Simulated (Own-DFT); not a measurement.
## Calculated data, InGa3As4 (zincblende random alloy, strained, atoms displaced)

All values are calculated (Own-DFT development build). A calculation, not a measurement: plane-wave PBE density functional theory by an unreviewed code, no spin, of a simulated periodic cell, stress positive in tension, free energy of the whole cell less one offset for each atom, forces on such cells passed a denser k mesh, this cell's mesh not checked; offsets are fitted by least squares, one for each functional and potential file, so energies compare only between cells with the same atoms and settings and are not formation energies; the far tail of each file's local potential was reset to the Coulomb form; each entry is a single point on an unrelaxed cell, so the pressure reflects the starting lattice, mostly measured values, from which strain is counted, and rises with the displacements; printed positions are rounded, which can move forces by about a meV/angstrom; the program is a retired in-house code; no spin-orbit coupling.

Common to all runs: functional PBE; potential files PseudoDojo norm-conserving, scalar-relativistic, standard set; wave cutoff 42 hartree; occupations Fermi-Dirac; smearing width 0.1 eV; k mesh 3 x 3 x 3 centred on Gamma.

(1) InGa3As4 (zincblende random alloy, strained, atoms displaced)

```
InGa3As4
1.0
     11.3066     0.0000     0.0000
      0.0000    11.3066     0.0000
      0.0000     0.0000    11.6914
In Ga In Ga As Ga As Ga In Ga As Ga In As Ga As Ga As In Ga As In Ga In As
1 1 1 1 4 4 4 1 2 1 4 3 1 4 4 4 4 4 1 3 4 1 2 1 4
Direct
  0.99991 0.00126 0.99281
  0.00119 0.24947 0.24817
  0.25405 0.99647 0.25156
  0.24985 0.24986 0.99845
  0.13115 0.12221 0.12781
  0.12431 0.37557 0.37552
  0.37834 0.12458 0.37164
  0.37561 0.36857 0.12630
  0.99943 0.99676 0.50193
  0.99809 0.24934 0.75782
  0.24802 0.99593 0.75314
  0.24311 0.25549 0.49660
  0.12321 0.12663 0.63189
  0.12494 0.37342 0.88045
  0.37048 0.12401 0.86856
  0.37333 0.38108 0.62388
  0.99283 0.49457 0.99487
  0.00192 0.74824 0.25554
  0.25844 0.51201 0.25420
  0.25255 0.75670 0.99794
  0.12243 0.61871 0.12769
  0.13416 0.86808 0.37867
  0.37427 0.62835 0.38246
  0.37214 0.87940 0.12123
  0.99952 0.50466 0.49939
  0.00508 0.75750 0.74247
  0.25087 0.50035 0.75479
  0.24729 0.75114 0.49580
  0.13311 0.62448 0.62208
  0.12483 0.87838 0.87223
  0.37468 0.62311 0.88090
  0.37272 0.88523 0.62964
  0.49506 0.00658 0.99837
  0.49799 0.24768 0.24570
  0.75200 0.99941 0.25866
  0.74033 0.25130 0.99927
  0.62869 0.12787 0.12225
  0.61956 0.37345 0.36931
  0.87281 0.12522 0.37688
  0.88026 0.37648 0.12480
  0.49875 0.00423 0.50028
  0.50282 0.23838 0.75200
  0.75679 0.00243 0.75288
  0.74840 0.24538 0.50547
  0.62449 0.12625 0.62018
  0.61429 0.37099 0.88675
  0.87880 0.12427 0.87948
  0.88338 0.38320 0.62679
  0.49931 0.49628 0.00304
  0.49038 0.75174 0.25537
  0.75470 0.49564 0.24941
  0.75144 0.74593 0.99450
  0.62149 0.62967 0.12367
  0.62185 0.88254 0.37599
  0.87272 0.62076 0.38142
  0.87893 0.86640 0.12217
  0.50320 0.50711 0.49772
  0.50429 0.75175 0.74919
  0.74283 0.50800 0.75639
  0.74983 0.75244 0.49693
  0.62709 0.62432 0.62962
  0.62694 0.87926 0.86797
  0.87028 0.62273 0.87623
  0.88050 0.87238 0.62880
```

| Property | Result |
| --- | --- |
| free energy of cell above offsets | -20.607 eV |
| pressure | 6.43 GPa |
| stress xx | -6.96 GPa |
| stress yy | -7.01 GPa |
| stress zz | -5.31 GPa |
| stress yz | 0.33 GPa |
| stress xz | -0.35 GPa |
| stress xy | 0.72 GPa |

Force:
```
element  x (eV/Å)  y (eV/Å)  z (eV/Å)
     In     0.551    -0.507     2.057
     Ga     0.168    -0.122     0.139
     In      -0.4     0.235      0.45
     Ga     0.142    -0.186     0.345
     As    -0.805     1.511    -0.574
     As    -0.824     0.004      0.06
     As     0.403     1.222     1.389
     As    -0.753    -0.822     0.314
     Ga     0.477     0.329    -0.023
     Ga     0.133     0.382    -0.558
     Ga    -0.216     0.667    -0.408
     Ga     0.613    -0.574     0.672
     As     0.102    -0.126    -0.578
     As    -0.021     0.193    -0.499
     As    -0.068     0.024     0.688
     As    -0.392    -1.374     0.899
     Ga     0.606     0.509     0.323
     In    -0.211    -0.331    -0.069
     In    -0.552    -1.827    -0.749
     Ga    -0.633    -0.771     0.179
     As    -0.061     0.562    -2.434
     As    -2.723     2.715    -0.621
     As     1.526     1.182    -1.096
     As     1.485    -1.256    -0.891
     Ga     0.598    -0.383      0.23
     Ga      0.36    -1.289     0.706
     Ga     -0.05    -0.086    -0.076
     In     1.609     0.062     2.492
     As    -1.512     -1.02     1.535
     As     0.957     -1.58     -0.67
     As    -0.655      1.35    -1.371
     As     0.999     -0.54    -0.075
     Ga     0.608    -0.209    -0.173
     Ga     0.361    -0.154     0.066
     Ga     0.114     -0.09    -1.346
     Ga     1.315     0.061     0.183
     As    -0.373    -0.876     0.687
     As     1.299    -0.819    -0.328
     As     0.568     0.061     0.125
     As    -0.762    -0.664    -0.108
     Ga    -0.274    -0.014     0.111
     Ga    -0.306     1.144    -0.422
     Ga    -0.192      0.14    -0.527
     Ga     0.482     1.304    -0.467
     As     0.326    -0.625     0.896
     As     1.845    -1.183    -3.031
     As    -2.267     1.972    -1.396
     As    -1.128    -0.625     0.515
     In    -0.718     0.894     1.097
     Ga      0.68     0.273    -0.632
     Ga     -0.58     0.353    -0.096
     Ga    -0.578     0.645     0.478
     As     1.043     0.633     1.367
     As    -0.981     0.018    -0.664
     As     0.138    -1.268    -0.868
     As    -1.747     0.802     0.118
     In     0.428    -1.039     0.536
     Ga    -0.687     0.011     0.089
     Ga     0.286     -1.44    -0.014
     In    -0.322     0.273     0.674
     As    -0.081     0.668     0.991
     As    -0.087    -0.076     0.895
     As     0.995     0.461    -0.551
     As    -0.261     1.215     0.008
```

(2) InGa3As4 (zincblende random alloy, strained, atoms displaced)

```
InGa3As4
1.0
     11.3066     0.0000     0.0000
      0.0000    11.3066     0.0000
      0.0000     0.0000    11.6914
Ga As Ga In Ga As Ga In Ga As Ga In Ga As Ga As Ga In Ga As In Ga As In Ga In Ga As
4 4 1 1 2 4 1 1 2 4 1 1 2 4 4 4 2 1 1 4 2 2 4 1 1 1 1 4
Direct
  0.00882 0.99557 0.99910
  0.00668 0.24799 0.25218
  0.25438 0.99979 0.24612
  0.25895 0.24951 0.00212
  0.13077 0.12908 0.13112
  0.12132 0.37874 0.37291
  0.37416 0.12412 0.38445
  0.37164 0.37646 0.12838
  0.99565 0.00640 0.49839
  0.00203 0.25467 0.74860
  0.24839 0.00593 0.74557
  0.25076 0.25306 0.50140
  0.12408 0.12447 0.62310
  0.12335 0.37008 0.87173
  0.37593 0.12246 0.87462
  0.37283 0.37457 0.62124
  0.99506 0.50004 0.00521
  0.00211 0.76005 0.25685
  0.24877 0.50815 0.24592
  0.24970 0.74685 0.00572
  0.12413 0.63148 0.13029
  0.12338 0.87343 0.37182
  0.37490 0.62275 0.37784
  0.37193 0.87054 0.12326
  0.00432 0.50059 0.50300
  0.99884 0.74457 0.75030
  0.25223 0.50297 0.74879
  0.24318 0.75754 0.49492
  0.12426 0.62340 0.62714
  0.12019 0.87237 0.87543
  0.37722 0.62857 0.87846
  0.37943 0.87477 0.62732
  0.51213 0.99772 0.00110
  0.49937 0.25327 0.24968
  0.74602 0.99938 0.24535
  0.75444 0.24209 0.99304
  0.62774 0.13299 0.12941
  0.62579 0.38247 0.37200
  0.87337 0.12946 0.37097
  0.87238 0.37177 0.11605
  0.50080 0.00459 0.49902
  0.50385 0.25132 0.74619
  0.75023 0.00401 0.75286
  0.74393 0.24467 0.49458
  0.63221 0.12055 0.61575
  0.62556 0.37181 0.87656
  0.87934 0.12165 0.87414
  0.87155 0.37796 0.61985
  0.49936 0.49768 0.99718
  0.49605 0.75080 0.24496
  0.74836 0.50468 0.24975
  0.75704 0.74388 0.99858
  0.62444 0.62540 0.12630
  0.62889 0.87016 0.37903
  0.87872 0.62559 0.36701
  0.87623 0.87398 0.12401
  0.50080 0.50308 0.49687
  0.49823 0.75548 0.75158
  0.75465 0.49709 0.75072
  0.75459 0.75094 0.50068
  0.62752 0.63245 0.63186
  0.62143 0.87877 0.87386
  0.86771 0.61977 0.87838
  0.87417 0.88520 0.62449
```

| Quantity | Value |
| --- | --- |
| free energy of cell above offsets | -21.423 eV |
| pressure | 6.21 GPa |
| stress xx | -6.79 GPa |
| stress yy | -6.73 GPa |
| stress zz | -5.12 GPa |
| stress yz | -0.6 GPa |
| stress xz | -0.33 GPa |
| stress xy | 0.22 GPa |

Force:
```
element  x (eV/Å)  y (eV/Å)  z (eV/Å)
     Ga    -0.489       0.6     0.664
     Ga    -0.794     0.529    -0.328
     Ga     0.004     0.031     0.609
     Ga    -0.602     0.008    -0.345
     As    -0.086    -0.476    -0.845
     As     0.734    -0.004     0.146
     As      0.02     0.277    -1.229
     As    -0.423    -0.479     0.624
     Ga     0.297    -0.208    -0.287
     In    -0.978     -0.59     -0.86
     Ga     0.147    -0.721     0.438
     Ga    -0.639    -0.069    -0.276
     As     0.647    -0.393    -1.005
     As     1.803     2.046     2.081
     As     0.515     0.047     0.004
     As    -0.167    -0.364     1.226
     Ga     0.786     0.039     -0.41
     In    -1.073    -1.026    -1.491
     Ga    -0.005    -0.494     0.628
     Ga    -0.369     0.215    -0.774
     As     0.211    -1.148    -1.307
     As     1.828     3.011     2.054
     As    -2.166     1.023    -0.685
     As     -0.44     1.841    -1.229
     Ga    -0.557     0.072    -0.478
     In    -1.009     0.473    -0.012
     Ga     0.002    -0.366     0.398
     Ga     0.758    -0.693     0.732
     As     1.267    -0.476    -1.301
     As      1.87     0.657     0.508
     As    -1.136     0.784    -1.284
     As    -0.774     0.433    -0.577
     Ga    -1.063     0.581     0.527
     Ga    -0.284     -0.02      0.59
     Ga     0.273    -0.198     0.507
     Ga    -0.239     0.328     0.218
     As    -0.215    -0.487    -0.533
     As     0.881    -1.517    -0.811
     As     0.034     -0.44    -0.215
     As     0.018    -0.137     1.249
     Ga      0.25     -0.94     0.074
     Ga    -0.203    -0.372    -0.134
     In    -0.367    -0.216    -0.001
     Ga     0.515     0.996    -0.277
     As    -1.533     1.203     0.124
     As     0.248    -1.721    -0.453
     As     0.704     0.204     1.741
     As     0.339    -0.836    -1.882
     In     0.166    -0.092     0.649
     In     0.445    -0.107     1.255
     Ga      0.46    -0.443    -0.528
     Ga    -0.968      0.76     0.436
     As     1.602    -0.135    -0.613
     As     0.039     1.125     0.049
     As    -1.023     -1.14     1.957
     As    -0.875     1.089    -1.119
     In     0.531     0.069     1.393
     Ga     0.071    -0.344     0.175
     In    -1.147    -0.209    -0.282
     Ga     0.264    -0.171     0.131
     As    -0.247     0.862    -0.484
     As     0.158     -1.54     0.899
     As     1.394     0.474     1.411
     As     0.594    -1.201    -1.445
```

(3) InGa3As4 (zincblende random alloy, strained, atoms displaced)

```
InGa3As4
1.0
     11.3066     0.0000     0.0000
      0.0000    11.3066     0.0000
      0.0000     0.0000    11.6914
In Ga As Ga In As Ga As Ga In Ga As Ga As In Ga In Ga As Ga In As In Ga As
2 2 4 3 1 4 4 4 1 1 2 4 4 4 1 1 1 1 4 3 1 4 1 3 4
Direct
  0.00453 0.99560 0.00381
  0.99588 0.25975 0.24308
  0.24564 0.99644 0.25267
  0.24545 0.24854 0.00168
  0.12265 0.13550 0.13140
  0.12717 0.37891 0.37721
  0.37351 0.12381 0.37033
  0.36875 0.37798 0.12707
  0.99022 0.99851 0.49063
  0.00006 0.24168 0.75059
  0.25693 0.99245 0.74864
  0.25918 0.24972 0.50391
  0.12859 0.11523 0.62583
  0.12096 0.37234 0.87903
  0.37700 0.12664 0.87251
  0.37107 0.37584 0.62746
  0.99966 0.50706 0.00089
  0.00463 0.74736 0.24968
  0.24525 0.50747 0.25030
  0.25035 0.74938 0.00345
  0.12647 0.62850 0.12247
  0.12672 0.87636 0.37899
  0.37729 0.62830 0.37962
  0.37388 0.87492 0.13022
  0.00002 0.50059 0.50191
  0.00065 0.74902 0.74568
  0.24359 0.49673 0.74057
  0.24338 0.75452 0.50154
  0.12207 0.62749 0.62268
  0.12642 0.87786 0.88031
  0.37617 0.61962 0.87671
  0.37472 0.87032 0.62180
  0.50103 0.99799 0.99387
  0.49629 0.24427 0.25256
  0.75658 0.99502 0.24568
  0.74905 0.25731 0.00208
  0.62522 0.12950 0.12260
  0.62686 0.37563 0.37255
  0.87731 0.12406 0.37109
  0.87591 0.36649 0.12555
  0.49326 0.99735 0.50297
  0.50137 0.24618 0.75455
  0.75010 0.99725 0.74951
  0.74118 0.25957 0.49975
  0.62874 0.13191 0.62176
  0.62984 0.37005 0.87427
  0.88071 0.12013 0.87433
  0.87161 0.37268 0.62710
  0.49841 0.49740 0.99591
  0.50841 0.75606 0.25059
  0.74365 0.50159 0.25209
  0.75237 0.75007 0.98730
  0.62320 0.62955 0.12099
  0.62895 0.87046 0.37498
  0.87791 0.62984 0.36268
  0.86967 0.86556 0.12673
  0.50103 0.49630 0.49976
  0.49818 0.75682 0.75142
  0.74948 0.50011 0.75320
  0.75144 0.74575 0.49896
  0.62801 0.62020 0.62461
  0.61690 0.88133 0.87193
  0.87091 0.62312 0.87376
  0.87558 0.87883 0.62850
```

| Quantity | Value |
| --- | --- |
| free energy of cell above offsets | -21.428 eV |
| pressure | 6.17 GPa |
| stress xx | -6.77 GPa |
| stress yy | -6.7 GPa |
| stress zz | -5.05 GPa |
| stress yz | 0.05 GPa |
| stress xz | 0.17 GPa |
| stress xy | 0.58 GPa |

Force:
```
element  x (eV/Å)  y (eV/Å)  z (eV/Å)
     In    -0.624     0.732     1.261
     In     1.308    -0.841     2.961
     Ga     0.102     0.625    -0.492
     Ga     0.537     0.164     -0.07
     As     2.017    -1.776    -0.716
     As    -0.119      0.96     0.076
     As    -0.042    -0.459    -1.078
     As     0.445    -0.242    -0.064
     Ga     0.678      0.08     0.939
     Ga     0.279     0.276    -0.272
     Ga    -0.354     0.362     0.364
     In    -1.394    -0.606    -0.588
     As    -0.949    -0.367      0.18
     As    -0.022     0.377    -0.631
     As    -0.575    -0.388     0.431
     As     1.266     0.171     2.123
     Ga    -0.237    -0.739      0.09
     Ga     0.225     0.643    -0.276
     Ga     0.472    -0.141     0.396
     Ga     0.509      0.16    -0.486
     As    -0.266    -0.149     0.179
     As    -0.716    -0.135    -0.457
     As    -1.012     1.109    -1.277
     As     0.254     0.168    -0.469
     Ga    -0.486     -0.04    -0.488
     In     0.032     0.397     1.209
     Ga     -0.01     0.249     1.155
     Ga     0.613    -0.743    -0.178
     As     1.111    -1.141    -1.057
     As      2.02    -1.141    -1.067
     As    -0.582     0.533    -0.759
     As     -1.14    -1.099      1.37
     Ga    -0.665     0.737     1.157
     Ga     0.239     0.667    -0.664
     Ga      -0.7     0.504     0.328
     Ga     0.416    -1.071    -0.402
     As     0.034    -0.705     0.097
     As     0.017    -0.901    -1.099
     As    -1.396     0.062     0.648
     As    -2.498     3.688    -2.278
     In     1.317      0.69    -0.796
     Ga     0.102     0.464    -0.615
     In    -0.399     1.183     0.087
     Ga     1.089    -0.644    -0.204
     As    -0.679     0.587     0.172
     As    -0.604      0.61    -0.006
     As    -0.744      1.63     0.563
     As     0.476     0.171    -0.031
     Ga       0.3    -0.274     0.603
     Ga    -0.718    -0.642    -0.044
     Ga     0.535     0.155    -0.931
     In    -1.313     0.577     0.873
     As    -0.617    -1.084     0.568
     As     0.682     0.329    -0.185
     As    -0.316    -0.871      1.41
     As     0.977     0.407     1.014
     In    -0.291     0.066     0.196
     Ga    -0.043    -1.189    -0.165
     Ga    -0.044    -0.361    -0.367
     Ga     0.396     0.088     0.101
     As      0.54     1.353     1.139
     As    -0.715    -0.686     0.063
     As     1.273    -1.852      -0.8
     As     0.009    -0.688    -2.743
```
